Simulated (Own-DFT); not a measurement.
Si (diamond silicon, strained, atoms displaced), Si (diamond silicon, atoms displaced) (calculated)

A calculation, not a measurement: plane-wave PBE density functional theory by an unreviewed code, no spin, of a simulated periodic cell, stress positive in tension, free energy of the whole cell less one offset for each atom, k mesh not checked against a denser one; offsets are fitted by least squares, one for each functional and potential file, so energies compare only between cells with the same atoms and settings and are not formation energies; the far tail of each file's local potential was reset to the Coulomb form; each entry is a single point on an unrelaxed cell, so the pressure reflects the starting lattice, mostly measured values (interpolated for alloys), from which strain is counted, and rises with the displacements; printed positions are rounded, which can move forces by about a meV/angstrom; the program, named Own-DFT, is a retired in-house code; no spin-orbit coupling; before rounding, a Quantum ESPRESSO 7.3.1 run of the same cell and cutoff gave forces within 1 meV/angstrom rms on each cell, which checks the program and not the settings. Program: Own-DFT development build.

Common to all runs: functional PBE; potential files PseudoDojo norm-conserving, scalar-relativistic, standard set; wave cutoff 20 hartree; occupations Fermi-Dirac; smearing width 0.1 eV; k mesh 3 x 3 x 3 centred on Gamma.

(1) Si (diamond silicon, strained, atoms displaced)

```xyz
64
Lattice="10.7297 0.1133 0.2158 0.1133 11.0252 -0.1662 0.2158 -0.1662 10.8829" Properties=species:S:1:pos:R:3 Si
Si     0.0358     0.0297     0.0874
Si    10.8069     2.8393     2.8737
Si     2.7860    -0.0080     2.7948
Si     2.9131     2.5839    10.8593
Si     1.3205     1.3336     1.3454
Si     1.4341     4.1134     4.0483
Si     4.1628     1.3655     4.1133
Si     4.1137     4.0515     1.3901
Si    10.9351    11.0355     5.4381
Si     0.2857     2.6212     8.0995
Si     2.8451    -0.0624     8.2292
Si     2.9185     2.7251     5.4021
Si     1.4247     1.2814     6.8167
Si     1.5142     4.0155     9.6056
Si     4.2217     1.3270     9.5504
Si     4.1496     3.9913     6.8656
Si     0.2748     5.3841    10.7543
Si     0.1767     8.1603     2.5853
Si     2.8075     5.4382     2.6734
Si     3.0028     8.1824    10.7605
Si     1.4340     6.9199     1.2515
Si     1.5389     9.5788     3.9481
Si     4.2253     6.8490     4.0690
Si     4.1538     9.7370     1.3303
Si    10.8793     5.5018     5.5799
Si    10.9525     8.2674     8.2820
Si     2.8796     5.4779     8.0895
Si     2.9187     8.1837     5.3221
Si     1.6201     6.6862     6.7221
Si     1.6751     9.4664     9.4495
Si     4.1946     6.7346     9.4784
Si     4.2049     9.5493     6.7417
Si     5.6388    -0.0957    10.9481
Si     5.4294     2.7776     2.9142
Si     8.1089     0.1394     2.9777
Si     8.2902     2.7060    10.9690
Si     6.7861     1.5975     1.4208
Si     6.8154     4.1367     4.1516
Si     9.5204     1.4039     4.1875
Si     9.4185     4.1547     1.5565
Si     5.4746     0.0942     5.5054
Si     5.5502     2.7711     8.2427
Si     8.3276    10.9637     8.1230
Si     8.1598     2.7350     5.5428
Si     7.0074     1.4359     6.8317
Si     6.9033     4.0627     9.5930
Si     9.6062     1.3589     9.6988
Si     9.5944     4.0186     6.9897
Si     5.3663     5.5940     0.0772
Si     5.5134     8.2123     2.6357
Si     8.1178     5.5904     2.9236
Si     8.3714     8.2232    10.8221
Si     6.8964     7.0500     1.4351
Si     6.8997     9.6063     4.0729
Si     9.5625     6.9101     4.1379
Si     9.4827     9.6521     1.4799
Si     5.4290     5.4788     5.4149
Si     5.5914     8.2371     8.0840
Si     8.2599     5.4606     8.2977
Si     8.1857     8.3113     5.5090
Si     6.9077     6.8768     6.8457
Si     7.0372     9.6642     9.5390
Si     9.7413     6.7489     9.5732
Si     9.5974     9.6263     6.9635
```

- free energy of cell above offsets: -1.369 eV
- pressure: 2.41 GPa
- stress xx: -3.66 GPa
- stress yy: -1.13 GPa
- stress zz: -2.43 GPa
- stress yz: -3.08 GPa
- stress xz: 3.68 GPa
- stress xy: 2.88 GPa

Force:
```tsv
element	x (eV/Å)	y (eV/Å)	z (eV/Å)
Si	-1.452	-1.22	-0.906
Si	0.129	0.253	0.494
Si	-1.376	0.906	0.334
Si	-0.603	0.542	1.094
Si	1.774	0.43	0.593
Si	0.919	-0.943	-0.485
Si	-0.285	-0.814	0.016
Si	0.084	0.116	-0.154
Si	-0.543	0.202	1.083
Si	-1.326	0.902	1.675
Si	-0.661	-0.095	0.055
Si	-2.015	-0.108	0.612
Si	1.917	-1.039	-1.586
Si	1.628	-0.8	-2.045
Si	0.91	-1.072	-0.43
Si	0.622	0.988	-0.577
Si	-0.94	0.126	2.387
Si	-0.805	1.108	0.604
Si	-0.443	0.98	0.054
Si	0.016	-0.13	1.344
Si	1.282	-1.084	-0.669
Si	0.458	-0.548	-0.237
Si	-0.325	-0.347	-1.444
Si	1.087	-1.282	-1.272
Si	-0.725	0.518	0.811
Si	0.985	-0.438	-0.177
Si	-0.196	-1.658	1.356
Si	-0.936	0.389	0.74
Si	-1.246	1.657	-1.04
Si	-0.646	0.989	-0.713
Si	1.544	0.454	-0.148
Si	0.719	0.774	-0.779
Si	-1.194	1.602	1.44
Si	0.414	0.496	-1.62
Si	-0.922	-0.914	-1.421
Si	0.12	0.987	-0.065
Si	-0.519	-1.863	0.908
Si	0.077	-0.039	0.662
Si	0.4	0.304	0.831
Si	0.106	1.076	-0.784
Si	0.298	-1.182	0.997
Si	0.464	-0.913	-0.429
Si	-0.536	1.957	1.029
Si	1.55	1.6	-0.977
Si	-2.199	-1.652	1.616
Si	0.22	0.416	0.487
Si	0.665	-0.887	-0.49
Si	-0.305	0.671	-0.688
Si	0.391	0.256	0.192
Si	-0.971	1.816	1.364
Si	0.153	-0.068	-1.213
Si	0.405	-0.193	0.68
Si	0.458	-1.882	-1.583
Si	-0.554	0.706	-0.361
Si	0.102	0.209	1.112
Si	0.338	0.744	-0.459
Si	0.794	-0.271	1.67
Si	-0.211	0.182	1.495
Si	-0.108	0.064	-0.682
Si	0.849	-0.296	0.143
Si	0.116	-1.113	-0.596
Si	0.018	-1.636	-1.475
Si	-0.982	0.856	-0.236
Si	1.012	-0.789	-2.137
```

(2) Si (diamond silicon, atoms displaced)

```xyz
64
Lattice="10.8620 0.0000 0.0000 0.0000 10.8620 0.0000 0.0000 0.0000 10.8620" Properties=species:S:1:pos:R:3 Si
Si    10.8594     0.0371     0.0072
Si     0.0033     2.6938     2.7190
Si     2.7104    10.8501     2.7217
Si     2.7421     2.7013     0.0274
Si     1.3605     1.4064     1.3570
Si     1.3825     4.1216     4.0726
Si     4.0841     1.3709     4.0254
Si     4.0869     4.0514     1.3410
Si     0.0084    10.8503     5.4419
Si    10.8296     2.6999     8.1650
Si     2.7408    10.8572     8.1434
Si     2.7373     2.7186     5.4283
Si     1.3897     1.3356     6.7854
Si     1.3247     4.0606     9.4682
Si     4.1053     1.3410     9.5367
Si     4.0581     4.0615     6.7756
Si    10.8577     5.4323    10.8582
Si    10.8366     8.1558     2.6982
Si     2.7071     5.3955     2.7097
Si     2.7070     8.1631    10.8496
Si     1.3623     6.7903     1.3282
Si     1.3337     9.5167     4.0615
Si     4.0246     6.8164     4.0689
Si     4.0772     9.5182     1.3235
Si    10.8454     5.3964     5.4494
Si    10.8343     8.1302     8.1461
Si     2.7343     5.3901     8.1180
Si     2.7294     8.1393     5.4572
Si     1.3472     6.7851     6.7884
Si     1.3625     9.4983     9.5001
Si     4.0602     6.7817     9.4987
Si     4.0583     9.5253     6.7953
Si     5.4025    10.8286    10.8576
Si     5.4461     2.7303     2.7221
Si     8.1079     0.0013     2.6970
Si     8.1314     2.6972     0.0117
Si     6.8381     1.3535     1.3447
Si     6.7954     4.0710     4.0500
Si     9.5068     1.3462     4.0835
Si     9.4837     4.0729     1.3868
Si     5.4527    10.8617     5.4861
Si     5.4302     2.6995     8.1767
Si     8.1302    10.8512     8.1386
Si     8.1592     2.7426     5.4497
Si     6.8090     1.3842     6.7857
Si     6.7996     4.0376     9.5081
Si     9.5278     1.3241     9.4849
Si     9.4761     4.0656     6.7854
Si     5.3998     5.4370    10.8453
Si     5.4480     8.1505     2.7118
Si     8.1347     5.4254     2.7094
Si     8.1677     8.1382     0.0081
Si     6.7618     6.7651     1.3472
Si     6.8053     9.4817     4.0473
Si     9.5038     6.7732     4.0966
Si     9.4769     9.5073     1.3877
Si     5.4501     5.4461     5.4341
Si     5.4032     8.1825     8.1550
Si     8.1791     5.4135     8.1596
Si     8.1616     8.1126     5.4310
Si     6.7875     6.8209     6.7855
Si     6.8359     9.4937     9.5004
Si     9.5157     6.7906     9.4845
Si     9.5331     9.4832     6.8221
```

- free energy of cell above offsets: -5.644 eV
- pressure: 2.03 GPa
- stress xx: -2.02 GPa
- stress yy: -2.04 GPa
- stress zz: -2.04 GPa
- stress yz: 0.17 GPa
- stress xz: 0.18 GPa
- stress xy: -0.37 GPa

Force:
```tsv
element	x (eV/Å)	y (eV/Å)	z (eV/Å)
Si	0.21	-0.57	0.188
Si	-0.008	0.56	0.327
Si	-0.053	0.222	-0.348
Si	-0.37	0.262	-0.698
Si	0.107	-0.659	0.135
Si	-0.48	-0.873	0.221
Si	0.12	-0.346	0.699
Si	0.029	0.277	0.281
Si	-0.09	0.063	0.065
Si	0.341	-0.115	-0.667
Si	-0.227	0.175	0.38
Si	-0.257	-0.14	-0.343
Si	-0.313	0.382	0.097
Si	0.515	-0.026	0.529
Si	-0.411	0.045	-0.269
Si	0.726	-0.073	0.04
Si	-0.068	-0.172	-0.02
Si	0.263	-0.351	0.236
Si	0.273	0.649	-0.381
Si	0.141	-0.236	0.012
Si	-0.07	-0.016	0.342
Si	0.284	-0.416	0.219
Si	0.628	-0.434	-0.108
Si	-0.206	-0.396	0.612
Si	0.208	0.341	-0.13
Si	0.694	0.063	0.164
Si	-0.452	0.428	0.268
Si	-0.568	0.374	-0.268
Si	0.059	-0.187	0.096
Si	-0.318	0.237	-0.064
Si	-0.131	0.115	-0.193
Si	0.213	-0.19	-0.069
Si	1.045	0.294	-0.005
Si	0.208	-0.302	-0.459
Si	0.505	0.015	0.491
Si	0.706	0.096	-0.336
Si	-1.144	-0.072	0.021
Si	-0.039	0.153	0.471
Si	-0.174	-0.05	0.014
Si	0.257	-0.152	-0.357
Si	-0.085	0.072	-0.941
Si	-0.058	0.144	-0.394
Si	0.37	0.139	-0.119
Si	-0.214	-0.32	-0.587
Si	-0.122	-0.09	0.246
Si	-0.142	0.472	0.081
Si	-0.672	0.23	0.274
Si	0.472	-0.037	0.328
Si	0.349	-0.277	-0.084
Si	-0.492	-0.089	-0.15
Si	0.055	0.257	0.115
Si	-0.17	-0.192	0.001
Si	0.228	0.18	-0.045
Si	-0.155	0.22	0.653
Si	0.113	-0.121	-0.368
Si	0.257	0.254	-0.461
Si	-0.323	-0.019	-0.213
Si	0.343	-0.3	0.009
Si	-0.655	0.284	-0.131
Si	0.057	0.563	0.034
Si	-0.053	-0.354	0.451
Si	-0.61	-0.022	0.212
Si	-0.13	-0.179	0.432
Si	-0.514	0.211	-0.534
```

(3) Si (diamond silicon, atoms displaced)

```xyz
64
Lattice="10.8620 0.0000 0.0000 0.0000 10.8620 0.0000 0.0000 0.0000 10.8620" Properties=species:S:1:pos:R:3 Si
Si    10.8527    10.6803     0.1296
Si    10.8594     2.5743     2.8168
Si     2.6102    10.7785     2.6447
Si     2.7128     2.6891    10.7321
Si     1.2227     1.4505     1.3126
Si     1.7907     4.0057     4.0663
Si     4.1973     1.2593     4.1639
Si     4.0521     4.1221     1.2099
Si     0.3179    10.7745     5.3537
Si    10.7225     2.4627     8.3342
Si     2.6226    10.6481     8.2355
Si     2.6447     2.6411     5.4414
Si     1.2310     1.3131     6.9168
Si     1.2772     3.9227     9.3987
Si     4.0451     1.4680     9.6913
Si     4.1261     4.1884     6.9591
Si     0.1092     5.2419     0.0096
Si    10.8607     8.1509     2.6783
Si     2.4347     5.2473     2.5229
Si     2.7298     8.0339     0.0469
Si     1.3944     7.0037     1.4474
Si     1.4834     9.5893     3.9603
Si     4.2245     6.9966     3.9260
Si     3.9093     9.4407     1.3246
Si    10.8088     5.2143     5.4895
Si    10.8346     8.0718     8.0915
Si     2.8606     5.6785     8.0704
Si     2.8318     8.2095     5.7543
Si     1.3783     6.9602     6.7024
Si     1.4291     9.3728     9.5995
Si     4.1357     6.8223     9.5012
Si     4.0027     9.4652     6.6730
Si     5.3976     0.0862    10.6723
Si     5.3456     2.9489     2.6366
Si     8.1104     0.0077     2.7421
Si     8.2351     2.6518     0.2139
Si     6.9166     1.3258     1.2585
Si     6.6567     4.1961     4.1324
Si     9.7074     1.2782     4.1767
Si     9.4498     4.1633     1.0309
Si     5.6137     0.2426     5.3237
Si     5.3824     3.2613     7.9181
Si     8.2444     0.0154     7.9947
Si     8.2170     2.9578     5.5693
Si     6.9025     1.3867     6.8823
Si     6.8780     3.7126     9.6505
Si     9.4465     1.3839     9.5257
Si     9.3519     3.8848     6.7339
Si     5.5366     5.4450     0.0381
Si     5.3354     8.1543     2.6787
Si     8.2527     5.3827     3.0499
Si     8.0673     8.0745    10.8514
Si     6.8445     6.9626     1.3895
Si     7.2411     9.3696     4.1549
Si     9.6895     6.8750     4.0002
Si     9.7299     9.2943     1.3757
Si     5.5109     5.1399     5.3737
Si     5.5467     7.9783     8.2331
Si     8.2062     5.1391     8.0944
Si     8.2083     7.9925     5.9344
Si     6.7393     6.8957     6.8650
Si     6.8871     9.4460     9.7470
Si     9.4793     6.8174     9.5288
Si     9.4307     9.7417     6.7842
```

- free energy of cell above offsets: 23.162 eV
- pressure: 7.4 GPa
- stress xx: -8.18 GPa
- stress yy: -6.57 GPa
- stress zz: -7.45 GPa
- stress yz: 1.31 GPa
- stress xz: 1.92 GPa
- stress xy: -0.62 GPa

Force:
```tsv
element	x (eV/Å)	y (eV/Å)	z (eV/Å)
Si	0.945	1.798	-2.042
Si	0.527	2.565	-0.888
Si	1.989	3.164	-1.37
Si	-2.078	1.486	2.451
Si	1.206	-1.128	-0.175
Si	-4.894	-0.173	0.962
Si	-2.872	2.343	-2.861
Si	-0.987	0.524	-0.104
Si	-2.696	0.773	1.428
Si	1.753	3.024	-3.272
Si	1.6	2.125	-0.667
Si	2.306	-1.766	2.533
Si	1.46	-0.418	-0.166
Si	1.415	1.323	-0.683
Si	0.831	-1.126	-4.827
Si	-8.467	4.726	-7.583
Si	1.028	3.394	-1.094
Si	2.391	0.249	2.582
Si	2.912	2.944	-1.515
Si	0.796	0.228	-1.335
Si	-0.614	-3.418	-0.578
Si	-0.398	-3.783	1.584
Si	-3.551	-4.345	3.956
Si	1.853	1.25	-0.079
Si	2.013	1.418	-1.212
Si	-0.492	1.78	0.962
Si	-2.422	-0.911	0.316
Si	-2.619	-3.216	-7.062
Si	-1.687	-3.148	0.709
Si	-1.891	-0.391	-0.063
Si	0.318	-0.908	1.562
Si	5.729	5.207	4.25
Si	0.876	-1.369	2.5
Si	0.833	-2.442	0.659
Si	2.381	-0.185	-0.255
Si	0.172	-1.474	-2.306
Si	-2.919	-0.838	1.964
Si	4.871	-4.502	-4.221
Si	-2.198	0.022	0.485
Si	0.106	0.576	5.256
Si	2.144	-3.774	1.949
Si	8.624	-9.037	7.535
Si	-2.599	1.444	4.854
Si	-6.285	-7.074	-7.32
Si	-1.639	2.334	-0.99
Si	-1.145	2.865	-1.186
Si	-1.856	-3.457	2.905
Si	7.799	4.042	6.071
Si	0.65	-0.02	-0.638
Si	3.568	3.379	-1.992
Si	-0.097	0.951	-3.237
Si	3.327	-0.135	1.085
Si	-0.999	-2.775	1.843
Si	-2.891	-0.232	0.714
Si	-1.394	-1.812	3.462
Si	-4.819	2.002	-1.28
Si	-4.616	6.593	4.544
Si	-1.351	3.693	0.978
Si	-1.462	2.573	2.272
Si	3.308	2.303	-4.264
Si	-1.038	-5.803	-0.098
Si	-1.456	1.904	-3.82
Si	0.422	-2.042	-0.823
Si	4.281	-3.303	-2.365
```

(4) Si (diamond silicon, atoms displaced)

```xyz
64
Lattice="10.8620 0.0000 0.0000 0.0000 10.8620 0.0000 0.0000 0.0000 10.8620" Properties=species:S:1:pos:R:3 Si
Si     0.0174    10.6249     0.0083
Si    10.6969     2.5768     2.7339
Si     2.7554    10.8035     2.7021
Si     2.4412     2.6098     0.0122
Si     1.3763     1.4069     1.3894
Si     1.2721     4.0130     4.2540
Si     4.1334     1.4622     4.0030
Si     4.3544     4.0433     1.2584
Si    10.7226     0.1461     5.4698
Si     0.0635     2.7156     8.1943
Si     2.7508    10.8035     8.0722
Si     2.7667     2.6155     5.2731
Si     1.3835     1.3014     6.8702
Si     1.5335     4.0701     9.5137
Si     4.1053     1.3541     9.4724
Si     4.0239     4.0659     6.6826
Si    10.7660     5.4010    10.7301
Si     0.1390     8.2150     2.6678
Si     2.6834     5.4647     2.7421
Si     2.8170     8.0737     0.0881
Si     1.2751     6.8795     1.3571
Si     1.2711     9.4008     4.1032
Si     3.9963     6.7652     3.9634
Si     4.0918     9.5013     1.1879
Si    10.6917     5.5196     5.4485
Si    10.7460     8.2554     8.1651
Si     2.7415     5.5914     8.0439
Si     2.5509     8.2371     5.6023
Si     1.3558     6.8561     6.7537
Si     1.4043     9.5900     9.5774
Si     3.9300     6.8825     9.6246
Si     3.9875     9.5460     6.7775
Si     5.4586    10.7150     0.0171
Si     5.2565     2.6942     2.6442
Si     8.1453     0.0351     2.5023
Si     8.1069     2.7425     0.0570
Si     6.7821     1.1472     1.4240
Si     6.8114     3.9624     3.9828
Si     9.4710     1.5135     3.9594
Si     9.5440     4.1117     1.3244
Si     5.3730    10.7868     5.3802
Si     5.5295     2.7632     8.1376
Si     8.0677    10.7646     8.1821
Si     8.2193     2.7986     5.3551
Si     6.7302     1.4861     6.8972
Si     6.8201     3.9574     9.4687
Si     9.5962     1.4637     9.5002
Si     9.4594     4.2289     6.8161
Si     5.3460     5.3850     0.0306
Si     5.3020     8.2965     2.7108
Si     8.3056     5.2036     2.7916
Si     8.1493     8.1095     0.0018
Si     7.0121     6.7788     1.4052
Si     6.8227     9.6369     4.1979
Si     9.4721     6.7919     4.0922
Si     9.4062     9.5009     1.3413
Si     5.4584     5.2951     5.2878
Si     5.4712     8.0271     8.2199
Si     8.0759     5.4395     8.1806
Si     8.3230     8.3880     5.4656
Si     6.9351     6.9107     6.8472
Si     6.7008     9.3776     9.4712
Si     9.5246     6.7276     9.4381
Si     9.4852     9.4624     6.7902
```

- free energy of cell above offsets: 6.181 eV
- pressure: 4.33 GPa
- stress xx: -4.06 GPa
- stress yy: -4.12 GPa
- stress zz: -4.82 GPa
- stress yz: 0.93 GPa
- stress xz: 1.27 GPa
- stress xy: -0.04 GPa

Force:
```tsv
element	x (eV/Å)	y (eV/Å)	z (eV/Å)
Si	-0.876	3.57	0.835
Si	4.05	3.603	-2.581
Si	-0.262	0.343	0.091
Si	4.499	1.087	-0.934
Si	-2.108	-2.952	1.733
Si	-0.496	0.636	-1.849
Si	-0.65	-3.192	0.342
Si	-5.421	-0.817	0.929
Si	0.783	-0.893	-0.594
Si	0.261	1.37	-0.965
Si	-0.39	1.123	1.886
Si	-1.391	0.579	2.536
Si	-0.131	0.774	-1.399
Si	-1.704	1.459	-1.258
Si	-0.365	-0.138	0.5
Si	0.637	-0.047	0.522
Si	2.151	0.035	0.876
Si	-3.257	-0.485	0.195
Si	-0.865	-1.647	-1.04
Si	-3.26	1.646	0.448
Si	0.908	-2.205	-1.097
Si	0.752	2.762	0.996
Si	0.734	1.225	1.899
Si	-0.754	0.298	2.277
Si	2.227	-0.241	0.536
Si	2.132	-1.114	0.641
Si	0.264	-1.272	0.783
Si	1.933	-0.365	-2.398
Si	-2.512	-0.724	1.163
Si	1.146	-2.189	-1.405
Si	2.534	-2.562	-2.34
Si	1.825	-1.548	-0.052
Si	0.432	1.824	-1.621
Si	3.753	-0.656	0.08
Si	1.57	-1.203	4.468
Si	0.352	-1.13	0.175
Si	-2.691	3.519	-2.394
Si	-0.745	-0.258	-0.165
Si	-2.649	-3.734	2.431
Si	0.382	-1.346	-0.333
Si	-0.251	2.552	1.385
Si	-3.056	0.631	0.319
Si	0.448	1.399	-0.061
Si	-0.9	-0.303	1.564
Si	1.706	-2.583	-2.466
Si	-0.307	1.897	1.161
Si	-1.141	-2.087	0.957
Si	0.305	-1.668	0.374
Si	3.142	2.696	-2.369
Si	1.986	-1.234	0.504
Si	-1.22	2.347	-0.068
Si	0.384	-0.15	-1.06
Si	-2.201	-0.894	0.97
Si	0.554	-0.993	-2.341
Si	0.042	1.213	-1.167
Si	1.452	-1.314	-0.102
Si	0.055	1.913	0.624
Si	-1.814	0.304	-1.037
Si	0.102	-0.1	0.189
Si	-2.89	-3.391	-2.275
Si	-0.874	-0.807	-1.714
Si	1.222	0.731	0.898
Si	-0.956	1.186	0.028
Si	1.418	3.524	1.771
```
